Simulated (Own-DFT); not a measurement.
# Point defects and the pressure they add: 4H SiC

No measurement is shown. These are fixed-geometry runs of a retired plane-wave code named Own-DFT, which no person has reviewed; spin and spin-orbit coupling are neglected.

All runs used: PBE; PseudoDojo norm-conserving scalar-relativistic files; cutoff 42 hartree; 4 x 4 x 3 k mesh centred on Gamma; Fermi-Dirac smearing of 0.1 eV.

Limits (not all hold for every row): not probed for a lower state with spin; forces on such cells failed a check on a denser k mesh; forces on such cells passed a denser k mesh, each cell not checked; stress not checked against mesh or cutoff.

All runs share one cell, with vectors in Å (9.248, 0.000, 0.000); (-4.624, 8.009, 0.000); (0.000, 0.000, 10.068) and a volume of 745.7 Å³. The atoms are randomly displaced, by u rms on each axis. The defect's site can differ from row to row.

| cell | formula | u (Å) | P (GPa) |
|---|---|---|---|
| no defect | C36Si36 | 0.0283 | 3.73 |
| no defect | C36Si36 | 0.0588 | 5.92 |
| no defect | C36Si36 | 0.0626 | 6.20 |
| one Al on a Si site and one N on a C site | AlC35NSi35 | 0.0448 | 4.92 |
| one Al on a Si site and one N on a C site | AlC35NSi35 | 0.0465 | 5.03 |
| one Al on a Si site and one N on a C site | AlC35NSi35 | 0.0484 | ? |
| one Al on a Si site and one N on a C site | AlC35NSi35 | 0.0535 | 5.68 |
| one C vacancy | C35Si36 | 0.0294 | 3.43 |
| one C vacancy | C35Si36 | 0.0311 | 3.51 |
| one C vacancy | C35Si36 | 0.0540 | 5.52 |
| two N on a C site each | C34N2Si36 | 0.0289 | 2.82 |
| two N on a C site each | C34N2Si36 | 0.0492 | 4.35 |
| two N on a C site each | C34N2Si36 | 0.0517 | 3.98 |
| two Al on a Si site each | Al2C36Si34 | 0.0270 | 5.68 |
| two Al on a Si site each | Al2C36Si34 | 0.0286 | 5.73 |
| two Al on a Si site each | Al2C36Si34 | 0.0482 | 7.07 |

## Analysis

P = P0 + c u² + a shift for each defect gives P0 = 2.95 GPa, c = 855 ± 51 GPa/Å² and a scatter of 0.18 GPa. The shifts, and each times the cell's volume:

- two Al on a Si site each: 2.11 ± 0.16 GPa, 9.8 eV (4.9 eV for each of its 2 sites)
- one Al on a Si site and one N on a C site: 0.25 ± 0.15 GPa, 1.2 eV (not resolved)
- one C vacancy: -0.14 ± 0.16 GPa, -0.7 eV (not resolved)
- two N on a C site each: -0.92 ± 0.15 GPa, -4.3 eV (-2.1 eV for each of its 2 sites)

A positive shift means that the defect pushes the cell outwards. Shift times volume (160.2 GPa Å³ is 1 eV) depends little on the cell's size, so, taken for each site, it can be compared between cells at like pressure. The atoms around the defects weren't relaxed, which would change these numbers.

## Withheld run

Question: what pressure belongs in the blank (one Al on a Si site and one N on a C site, u = 0.0484 Å)?

Estimate: 5.21 ± 0.21 GPa. DFT gave 5.20 GPa.
